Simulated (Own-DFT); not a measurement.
## Calculated data, Al3GaN4 (wurtzite random alloy, strained, atoms displaced)

A calculation, not a measurement: plane-wave PBE density functional theory by an unreviewed code, no spin, of a simulated periodic cell, stress positive in tension, free energy of the whole cell less one offset for each atom, forces on such cells passed a denser k mesh, this cell's mesh not checked; offsets are fitted by least squares, one for each functional and potential file, so energies compare only between cells with the same atoms and settings and are not formation energies; the far tail of each file's local potential was reset to the Coulomb form; each entry is a single point on an unrelaxed cell, so the pressure reflects the starting lattice, mostly measured values, from which strain is counted, and rises with the displacements; printed positions are rounded, which can move forces by about a meV/angstrom; the program is a retired in-house code; no spin-orbit coupling. Program: Own-DFT development build.

Settings shared by all entries: functional PBE; potential files PseudoDojo norm-conserving, scalar-relativistic, standard set with the stringent files for Ga; wave cutoff 96 hartree; occupations Gaussian; smearing width 0.01 eV; k mesh 4 x 4 x 3 centred on Gamma.

(1) Al3GaN4 (wurtzite random alloy, strained, atoms displaced)

```
Al3GaN4
1.0
      9.5112     0.0000     0.0000
     -4.7556     8.2369     0.0000
      0.0000     0.0000    10.0655
Ga Al N Al N Ga Al N Ga Al N Al N Ga Al N Al N Al Ga N Al N Al Ga N Ga Al N Al N Al Ga N Al N Al N Ga Al N Al N Al N
1 1 2 2 2 1 1 2 1 1 2 2 2 1 1 2 2 2 1 1 2 2 2 1 1 2 1 1 2 2 2 1 1 2 2 2 2 2 1 1 2 2 2 2 2
Direct
  0.11126 0.22386 0.00679
  0.21464 0.10217 0.25747
  0.11858 0.21734 0.19918
  0.22752 0.10708 0.44946
  0.11234 0.21632 0.49925
  0.23289 0.11677 0.75553
  0.12047 0.22822 0.68734
  0.22434 0.11045 0.93497
  0.11368 0.56061 0.99426
  0.22743 0.44678 0.26024
  0.10357 0.54992 0.19707
  0.21535 0.44150 0.44289
  0.10889 0.55956 0.50896
  0.21865 0.45155 0.74853
  0.11104 0.55724 0.69327
  0.21069 0.43464 0.93878
  0.10172 0.88850 0.00022
  0.21991 0.78039 0.24892
  0.11136 0.88485 0.19495
  0.21484 0.78537 0.43587
  0.10971 0.89054 0.49085
  0.22960 0.78218 0.74654
  0.11559 0.89180 0.68420
  0.21367 0.77394 0.94103
  0.44929 0.22829 0.00184
  0.56170 0.12225 0.24773
  0.44620 0.22011 0.20599
  0.55418 0.11226 0.43051
  0.44369 0.22272 0.49693
  0.56478 0.11304 0.75804
  0.44712 0.22915 0.68465
  0.54897 0.10589 0.94576
  0.44079 0.56382 0.99986
  0.56308 0.44550 0.24591
  0.44233 0.55121 0.17775
  0.54960 0.44369 0.44346
  0.45485 0.56554 0.50629
  0.55750 0.44795 0.73814
  0.44395 0.55226 0.68899
  0.55052 0.43827 0.94247
  0.44265 0.88328 0.00340
  0.55188 0.77335 0.24659
  0.44654 0.88440 0.18890
  0.55450 0.77966 0.43470
  0.45147 0.88868 0.50216
  0.55908 0.77942 0.75160
  0.44259 0.88061 0.68286
  0.55273 0.77897 0.94309
  0.77153 0.22182 0.99724
  0.89753 0.11748 0.25317
  0.77895 0.21428 0.18652
  0.89396 0.12296 0.43402
  0.77903 0.22014 0.50029
  0.88730 0.11100 0.74679
  0.77039 0.21463 0.69138
  0.89880 0.11062 0.94328
  0.77640 0.55463 0.00764
  0.89834 0.44065 0.25040
  0.78264 0.55624 0.19075
  0.88730 0.44324 0.44042
  0.78323 0.56512 0.49824
  0.88450 0.43946 0.75260
  0.77853 0.56261 0.68381
  0.88593 0.44423 0.94695
  0.77347 0.89139 0.99439
  0.89609 0.78320 0.24943
  0.77420 0.88632 0.19055
  0.89303 0.77670 0.44281
  0.76438 0.88281 0.49259
  0.89545 0.78346 0.74959
  0.77839 0.89012 0.68213
  0.88642 0.78054 0.93928
```

```
free energy of cell above offsets : -23.303 eV
pressure                          : 1.1 GPa
stress xx                         : 0.57 GPa
stress yy                         : 1.18 GPa
stress zz                         : -5.05 GPa
stress yz                         : 0.91 GPa
stress xz                         : 0.4 GPa
stress xy                         : 0 GPa
```

Force:
| element | x (eV/Å) | y (eV/Å) | z (eV/Å) |
| --- | --- | --- | --- |
| Ga | 1.146 | -0.473 | -0.129 |
| Al | 1.645 | 0.767 | 0.083 |
| N | -0.023 | 1.23 | -0.051 |
| N | -1.505 | 1.789 | -1.916 |
| Al | -0.061 | 0.886 | 0.446 |
| Al | -0.875 | -0.301 | -2.144 |
| N | -1.082 | -0.51 | 0.589 |
| N | 0.632 | -0.307 | 2.095 |
| Ga | -0.205 | -1.538 | 1.63 |
| Al | -0.358 | -0.115 | -1.341 |
| N | 2.293 | 1.263 | -0.676 |
| N | 1.597 | 0.523 | 0.595 |
| Ga | 0.093 | 0.055 | -2.223 |
| Al | 1.454 | -1.653 | -0.041 |
| N | -0.763 | 0.144 | 1.637 |
| N | 1.188 | 2.356 | -0.672 |
| Al | 1.058 | 0.49 | -0.184 |
| Al | 1.341 | -1.027 | 0.167 |
| N | -0.682 | 0.916 | -1.182 |
| N | 3.446 | -1.154 | 0.018 |
| Ga | 0.009 | 0.013 | 2.124 |
| Al | -1.532 | -0.037 | 0.24 |
| N | 0.14 | 0.001 | 1.993 |
| N | -0.034 | 1.872 | -1.031 |
| Al | -0.983 | -1.184 | 0.633 |
| Al | 1.059 | -1.936 | 0.002 |
| N | -1.157 | 0.458 | -2.212 |
| N | 0.929 | -0.283 | 2.151 |
| Al | 0.9 | 0.043 | -0.042 |
| Ga | -2.732 | -0.878 | -1.114 |
| N | 0.651 | -1.607 | 0.401 |
| N | 0.414 | 1.095 | 0.322 |
| Al | 0.639 | -2.123 | -1.38 |
| Al | -1.001 | 0.058 | 0.77 |
| N | 0.031 | 0.31 | 2.775 |
| N | 0.005 | 0.65 | -1.026 |
| Al | -1.099 | -1.597 | -1.365 |
| Ga | 0.515 | -0.401 | 1.706 |
| N | -1.709 | 1.98 | 0.697 |
| N | 0.131 | 1.685 | 0.185 |
| Ga | -1.431 | 0.368 | -0.04 |
| Al | 0.362 | 0.102 | -0.54 |
| N | -1.014 | 0.474 | 1.539 |
| N | -0.23 | -0.779 | 0.318 |
| Al | -1.991 | 0.819 | -2.034 |
| Al | 0.007 | -0.506 | -0.552 |
| N | 0.59 | 0.306 | 1.568 |
| N | 1.185 | -0.339 | -1.614 |
| Al | 1.472 | -0.208 | 0.776 |
| Ga | -0.538 | -1.18 | -1.691 |
| N | -1.158 | 1.537 | -0.303 |
| N | 0.309 | -1.687 | 3.059 |
| Al | -1.115 | 0.536 | -0.785 |
| Al | 1.714 | 0.202 | 0.275 |
| N | 2.053 | 1.628 | -0.458 |
| N | -2.957 | -0.555 | -1.391 |
| Al | -0.508 | 0.179 | -1.383 |
| Al | -2.045 | -0.62 | 0.301 |
| N | 0.171 | 0.057 | 0.772 |
| N | 0.014 | -0.831 | 0.032 |
| Ga | -0.087 | -2.088 | -0.639 |
| Al | -0.465 | 0.987 | -0.162 |
| N | 1.623 | 0.036 | 2.158 |
| N | -0.873 | -0.634 | -1.443 |
| Al | 0.92 | -0.044 | 1.308 |
| Al | -1.184 | -1.063 | 0.106 |
| N | 0.651 | -0.456 | -0.25 |
| N | -2.689 | 1.61 | -1.946 |
| Al | 2.209 | 1.431 | 0.103 |
| Al | 0.115 | -0.079 | -0.681 |
| N | -0.365 | -0.062 | 0.894 |
| N | -0.26 | -0.604 | 0.172 |

(2) Al3GaN4 (wurtzite random alloy, strained, atoms displaced)

```
Al3GaN4
1.0
      9.5112     0.0000     0.0000
     -4.7556     8.2369     0.0000
      0.0000     0.0000    10.0655
Al N Al N Al Ga N Al Ga N Al N Al N Al N Al N Ga Al N Al Ga N Al N Al Ga N Ga Al N Ga Al N Al Ga N Al N Al Ga N Al N
2 2 2 2 1 1 2 1 1 2 2 2 2 2 2 2 2 2 1 1 2 1 1 2 2 2 1 1 2 1 1 2 1 1 2 1 1 2 2 2 1 1 2 2 2
Direct
  0.10406 0.22346 0.98739
  0.21318 0.10504 0.25897
  0.11972 0.22757 0.18156
  0.23202 0.12046 0.44046
  0.10997 0.22280 0.50915
  0.21738 0.10308 0.74887
  0.11667 0.22687 0.69443
  0.22191 0.11309 0.93619
  0.09537 0.54739 0.00582
  0.22010 0.44291 0.24914
  0.11016 0.55023 0.19736
  0.22427 0.45001 0.43868
  0.11370 0.55709 0.49485
  0.22649 0.43969 0.75220
  0.12063 0.56679 0.69826
  0.21505 0.43119 0.94517
  0.11154 0.88310 0.99803
  0.21310 0.77058 0.25726
  0.11031 0.88611 0.19702
  0.22660 0.77918 0.43483
  0.10614 0.88196 0.49622
  0.22257 0.78249 0.74598
  0.11243 0.89299 0.68572
  0.21574 0.76894 0.94663
  0.44813 0.23063 0.99691
  0.55261 0.10662 0.24577
  0.44670 0.22069 0.18123
  0.55413 0.10765 0.44239
  0.44188 0.22532 0.50787
  0.55180 0.11586 0.74517
  0.44066 0.21098 0.68493
  0.55781 0.11285 0.93200
  0.44388 0.55986 0.01081
  0.54732 0.43847 0.24247
  0.44461 0.55742 0.19165
  0.55045 0.45068 0.44112
  0.43836 0.55186 0.49237
  0.55220 0.45339 0.75365
  0.45414 0.55926 0.69551
  0.56618 0.44533 0.94046
  0.44516 0.88590 0.99500
  0.55187 0.77193 0.24989
  0.45193 0.89461 0.19489
  0.55770 0.77800 0.44393
  0.45154 0.88847 0.51249
  0.53802 0.76195 0.74272
  0.44476 0.88451 0.69686
  0.56135 0.77879 0.94929
  0.78005 0.22495 0.01218
  0.89802 0.11272 0.25300
  0.77644 0.20934 0.18492
  0.87551 0.09623 0.43818
  0.77211 0.22167 0.50646
  0.89164 0.10415 0.74909
  0.78104 0.22646 0.68650
  0.88899 0.11450 0.93999
  0.78783 0.55550 0.00145
  0.88986 0.44502 0.24211
  0.78191 0.55699 0.19408
  0.88946 0.44411 0.43523
  0.77440 0.55336 0.49349
  0.89283 0.44605 0.74708
  0.77133 0.54891 0.70091
  0.88257 0.42651 0.93882
  0.78098 0.88855 0.99945
  0.89126 0.78709 0.25047
  0.77107 0.88645 0.19001
  0.89226 0.78239 0.44062
  0.78006 0.89295 0.49667
  0.88715 0.77487 0.75848
  0.77472 0.88728 0.70022
  0.89295 0.77964 0.93710
```

```
free energy of cell above offsets : -22.245 eV
pressure                          : 1.65 GPa
stress xx                         : 1.35 GPa
stress yy                         : -0.77 GPa
stress zz                         : -5.52 GPa
stress yz                         : 0.12 GPa
stress xz                         : -0.88 GPa
stress xy                         : 0.76 GPa
```

Force:
| element | x (eV/Å) | y (eV/Å) | z (eV/Å) |
| --- | --- | --- | --- |
| Al | 1.476 | -1.825 | 1.638 |
| Al | 1.095 | 1.117 | -2.118 |
| N | -0.59 | -1.913 | 0.928 |
| N | -1.581 | -1.066 | 0.88 |
| Al | -0.021 | -0.161 | -1.654 |
| Al | 0.641 | 1.082 | 0.235 |
| N | -0.21 | -2.109 | -0.847 |
| N | 0.126 | -0.636 | 0.252 |
| Al | 1.97 | 0.135 | -0.836 |
| Ga | 0.677 | -0.537 | -0.165 |
| N | -0.414 | 1.609 | -1.612 |
| N | -0.409 | -1.293 | 1.562 |
| Al | -0.625 | 0.209 | 0.821 |
| Ga | -0.835 | 1.686 | 0.766 |
| N | -0.628 | -1.217 | -1.713 |
| N | -0.563 | 2.913 | -0.095 |
| Al | -0.124 | 1.439 | 0.627 |
| Al | 1.412 | 1.139 | -1.983 |
| N | 0.692 | 0.646 | -1.067 |
| N | -0.208 | -0.161 | 2.528 |
| Al | 0.855 | 1.109 | 0.181 |
| Al | -0.025 | -0.075 | 1.137 |
| N | -0.242 | -1.253 | 0.278 |
| N | 0.276 | 0.24 | -0.754 |
| Al | 0.225 | -1.553 | -0.674 |
| Al | 0.161 | 0.617 | 0.855 |
| N | -0.539 | -0.062 | 1.509 |
| N | -1.275 | -0.019 | -0.212 |
| Al | 1.13 | 0.043 | -2.194 |
| Al | 2.02 | -0.444 | 0.938 |
| N | -1.585 | 0.933 | 1.359 |
| N | -0.975 | -0.646 | 0.767 |
| Ga | 0.314 | -0.824 | -2.428 |
| Al | 0.949 | 0.151 | 0.813 |
| N | 0.59 | -0.244 | 2 |
| N | 1.2 | -1.103 | -0.622 |
| Al | 0.597 | 1.237 | 1.009 |
| Ga | 2.384 | -2.272 | 0.38 |
| N | -2.529 | -2.565 | -3.12 |
| N | -0.628 | 0.495 | 1.454 |
| Al | -0.185 | 0.839 | 0.886 |
| Al | -0.343 | 1.608 | 0.389 |
| N | -0.958 | -2.042 | -0.978 |
| N | -0.244 | -0.515 | -0.001 |
| Al | -0.719 | 0.277 | -2.308 |
| Ga | 1.805 | 3.612 | 2.613 |
| N | -1.745 | 1.24 | -0.541 |
| N | -0.755 | 0.137 | -0.934 |
| Ga | -0.563 | -2.332 | -3.81 |
| Al | -0.787 | -0.385 | -1.121 |
| N | -0.18 | 0.494 | 4.431 |
| N | 1.727 | 2.808 | 0.247 |
| Ga | 0.387 | 0.041 | -2.133 |
| Al | -1.61 | 0.878 | 0.611 |
| N | 0.449 | -0.503 | 2.418 |
| N | 0.596 | -1.396 | -0.623 |
| Al | -0.948 | -0.243 | -0.464 |
| Ga | -0.357 | -1.56 | 1.271 |
| N | -1.538 | -0.129 | -1.214 |
| N | -0.054 | 0.764 | 1.186 |
| Al | -0.013 | 0.28 | 0.802 |
| Al | -0.131 | -0.427 | 0.337 |
| N | 1.567 | 1.361 | -1.88 |
| N | -0.275 | 3.718 | -0.264 |
| Al | -0.367 | 0.564 | -0.097 |
| Ga | -0.392 | -1.106 | -0.219 |
| N | 0.38 | 0.738 | -0.16 |
| N | -0.456 | -0.725 | 1.083 |
| Al | -0.049 | -2.098 | 1.499 |
| Al | -0.287 | -0.055 | -2.264 |
| N | 0.925 | -0.211 | -1.53 |
| N | 0.332 | -0.458 | 1.947 |

(3) Al3GaN4 (wurtzite random alloy, strained, atoms displaced)

```
Al3GaN4
1.0
      9.5112     0.0000     0.0000
     -4.7556     8.2369     0.0000
      0.0000     0.0000    10.0655
Al Ga N Ga Al N Al N Al N Al N Ga N Al N Al N Al N Ga N Ga Al N Al N Al Ga N Al N Al N Al Ga N Al N Al N
1 1 2 1 1 2 2 2 2 2 2 2 2 2 2 2 2 2 2 2 2 2 1 1 2 2 2 1 1 2 2 2 2 2 1 1 2 2 2 2 2
Direct
  0.11133 0.22087 0.99525
  0.22278 0.11241 0.24727
  0.11074 0.21996 0.18939
  0.21614 0.10929 0.44757
  0.11258 0.21988 0.49927
  0.22068 0.12046 0.74542
  0.11715 0.23651 0.69249
  0.21848 0.10669 0.94444
  0.10249 0.53938 0.00285
  0.22192 0.43872 0.24620
  0.11283 0.55969 0.18074
  0.22046 0.43681 0.43484
  0.11145 0.54642 0.50116
  0.22107 0.44594 0.75562
  0.11113 0.55685 0.68422
  0.22084 0.44795 0.94183
  0.12262 0.89600 0.99895
  0.23031 0.78357 0.24205
  0.10722 0.89536 0.18061
  0.22556 0.78466 0.43020
  0.12133 0.89789 0.49779
  0.22330 0.78162 0.75099
  0.11632 0.89847 0.69261
  0.22970 0.78384 0.93627
  0.43882 0.22734 0.99781
  0.56118 0.12295 0.25670
  0.45424 0.21915 0.19483
  0.55403 0.11719 0.43942
  0.44676 0.22670 0.49997
  0.55292 0.10967 0.75057
  0.44137 0.21209 0.69483
  0.55723 0.11105 0.94191
  0.44243 0.55613 0.01083
  0.55178 0.44262 0.25240
  0.43912 0.55891 0.19152
  0.56136 0.44953 0.44601
  0.45293 0.56862 0.50115
  0.54942 0.43317 0.75295
  0.44111 0.55475 0.69491
  0.55998 0.44202 0.94239
  0.45578 0.90411 0.00084
  0.56065 0.76973 0.25942
  0.44267 0.89047 0.18311
  0.54512 0.77141 0.43442
  0.43772 0.88280 0.49541
  0.55752 0.77595 0.75017
  0.44362 0.89847 0.69109
  0.55496 0.78446 0.93817
  0.78252 0.22763 0.00251
  0.89612 0.10928 0.24758
  0.77915 0.22680 0.18721
  0.88525 0.10049 0.45169
  0.78068 0.22666 0.49736
  0.89368 0.10957 0.73454
  0.78020 0.22835 0.68675
  0.89053 0.10270 0.94551
  0.78849 0.55861 0.99816
  0.88264 0.44872 0.24923
  0.76919 0.55187 0.19283
  0.89414 0.44601 0.44319
  0.78389 0.55816 0.50112
  0.88894 0.44319 0.74191
  0.77260 0.55198 0.68844
  0.87938 0.43598 0.94362
  0.77566 0.88698 0.00140
  0.88412 0.77526 0.24302
  0.76916 0.88206 0.18615
  0.89329 0.77182 0.44589
  0.78870 0.89940 0.50023
  0.89146 0.78340 0.74402
  0.77014 0.87427 0.68464
  0.87603 0.76332 0.93504
```

```
free energy of cell above offsets : -23.108 eV
pressure                          : 1.42 GPa
stress xx                         : 2.17 GPa
stress yy                         : -1.85 GPa
stress zz                         : -4.58 GPa
stress yz                         : 1.02 GPa
stress xz                         : 0.53 GPa
stress xy                         : 0.07 GPa
```

Force:
| element | x (eV/Å) | y (eV/Å) | z (eV/Å) |
| --- | --- | --- | --- |
| Al | -0.323 | -0.294 | 0.265 |
| Ga | 0.81 | -0.261 | 0.515 |
| N | 0.421 | 1.318 | -0.866 |
| N | 1.991 | 1.833 | -1.382 |
| Ga | -0.611 | 0.972 | 0.301 |
| Al | 1.005 | -0.984 | 0.934 |
| N | -0.004 | -1.512 | 0.442 |
| N | -0.074 | 1.826 | -1.161 |
| Al | -0.75 | 2.265 | -1.373 |
| Al | -1.278 | 0.88 | 0.278 |
| N | -0.273 | -0.669 | 2.316 |
| N | -0.459 | 1.12 | -0.131 |
| Al | -0.094 | 1.233 | -1.309 |
| Al | -0.036 | 1.411 | -0.616 |
| N | 1.075 | -0.175 | 0.622 |
| N | 0.983 | -1.139 | 0.306 |
| Al | -0.753 | -1.902 | -1.117 |
| Al | -0.838 | -0.436 | -0.322 |
| N | 0.44 | -1.507 | 1.328 |
| N | 0.711 | -1.476 | 0.483 |
| Ga | -0.232 | -2.232 | 0.656 |
| Ga | 0.002 | -0.106 | -0.25 |
| N | -1.325 | 0.083 | 0.066 |
| N | -1.154 | -1.286 | 1.664 |
| Al | 1.844 | -0.949 | 0.466 |
| Al | 1.345 | -2.184 | -1.232 |
| N | -2.388 | 1.682 | -1.027 |
| N | 0.924 | -0.487 | 0.783 |
| Al | -0.183 | -0.13 | 0.493 |
| Al | 0.864 | 0.371 | 0.524 |
| N | -0.974 | 0.35 | -1.126 |
| N | -0.318 | 3.14 | -1.036 |
| Al | 0.445 | 0.939 | -2.552 |
| Al | 0.055 | -0.049 | 0.104 |
| N | 1.244 | -1.124 | 0.863 |
| N | 0.057 | -0.642 | -0.994 |
| Ga | -0.149 | -2.896 | 0.964 |
| Ga | 0.128 | 1.285 | -0.358 |
| N | -0.452 | 0.198 | 0.134 |
| N | -1.183 | 0.57 | 1.465 |
| Ga | -0.346 | -2.149 | -0.532 |
| Al | -2.004 | 1.213 | -2.877 |
| N | 1.194 | 0.595 | 3.199 |
| N | 0.886 | 3.049 | 1.428 |
| Al | -0.019 | 1.34 | 0.551 |
| Al | -1.154 | 0.159 | 0.475 |
| N | 1.94 | -1.216 | -1.533 |
| N | 1.484 | -1.452 | 0.164 |
| Al | -0.303 | -1.976 | -0.771 |
| Ga | -1.838 | -0.324 | 0.222 |
| N | 0.159 | 0.082 | 1.393 |
| N | -0.988 | 2.756 | -1.444 |
| Al | -0.495 | -0.542 | 0.172 |
| Al | -1.293 | -0.153 | 1.769 |
| N | 0.408 | -2.504 | -0.276 |
| N | -0.554 | 1.216 | -1.254 |
| Al | -1.488 | -1.082 | 0.209 |
| Al | 1.559 | -0.1 | 0.086 |
| N | 0.335 | 0.627 | -0.431 |
| N | -0.308 | -0.245 | -0.883 |
| Al | -0.231 | -0.489 | 0.228 |
| Ga | -0.504 | 0.871 | 1.148 |
| N | 0.381 | 1.04 | -0.152 |
| N | 1.42 | 1.113 | -0.375 |
| Al | 0.005 | -0.769 | -1.262 |
| Al | 0.728 | 0.201 | 0.851 |
| N | 0.817 | -0.121 | 1.175 |
| N | -1.501 | 1.191 | -1.579 |
| Al | -0.036 | -4.317 | 0.11 |
| Al | 0.572 | -1.567 | 0.688 |
| N | -0.064 | 2.134 | 0.112 |
| N | 0.743 | 2.386 | 0.267 |
